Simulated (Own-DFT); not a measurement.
# What random displacements cost in grey tin, 64 atoms (Sn64)

These are calculations, not measurements. They come from Own-DFT, an in-house plane-wave density functional program, since retired, whose code no person has reviewed. Each row is one single-point run on a periodic cell that was not relaxed, without spin or spin-orbit coupling.

Settings of every run: PBE; PseudoDojo norm-conserving scalar-relativistic files; cutoff 42 hartree; 3 x 3 x 3 k mesh centred on Gamma; cold (Marzari-Vanderbilt) smearing of 0.2 eV.

Known limits: forces on such cells moved up to 12 meV/angstrom on a denser k mesh; stress not checked against mesh or cutoff.

Cell vectors in Å: (12.978, 0.000, 0.000); (0.000, 12.978, 0.000); (0.000, 0.000, 12.978). In each run every atom was moved at random and independently from its ideal site; u is the rms move along one axis. E is the free energy for each atom above the fitted value at u = 0, and F the rms of the force components.

```
run,u (Å),E (meV/atom),F (eV/Å),largest force (eV/Å),P (GPa)
1,0.0197,4.4,0.212,0.75,3.38
2,0.0203,5.1,0.222,0.69,3.39
3,0.0206,4.9,0.226,0.78,3.38
4,0.0470,26.9,0.501,1.39,3.58
5,0.0516,32.0,0.552,1.67,3.63
6,0.0963,?,?,?,?
7,0.1022,120.8,1.078,3.40,4.48
8,0.1496,276.0,1.772,7.97,5.91
```

## Worked fit

For small independent moves the energy grows as E = (3/2) K u², with K the mean stiffness felt by one atom. The runs with u up to 0.11 Å give K = 7.9 ± 0.1 eV/Å², with residuals divided by u² + 0.0006 Å², since the noise grows with the moves. The scatter is 0.8 meV/atom at u = 0.05 Å. The forces follow F² = F0² + G² u², fitted to F/u, with G = 10.6 eV/Å² and F0 = 0.05 eV/Å. F0 is the force that atoms already bear on their ideal sites. G exceeds K because the moves of its neighbours add to the force on an atom, and stiffness differs between atoms. At u = 0.150 Å the parabola gives 266 meV/atom and the run 276. The pressure follows P = 3.34 + 110 u² GPa: at fixed volume, shortened bonds push harder than stretched ones pull.

## Withheld run

Question: what energy and rms force should run 6 give?

The fit gives 110 ± 3 meV/atom and about 1.02 eV/Å. The calculation gave 118.4 meV/atom and 1.103 eV/Å.
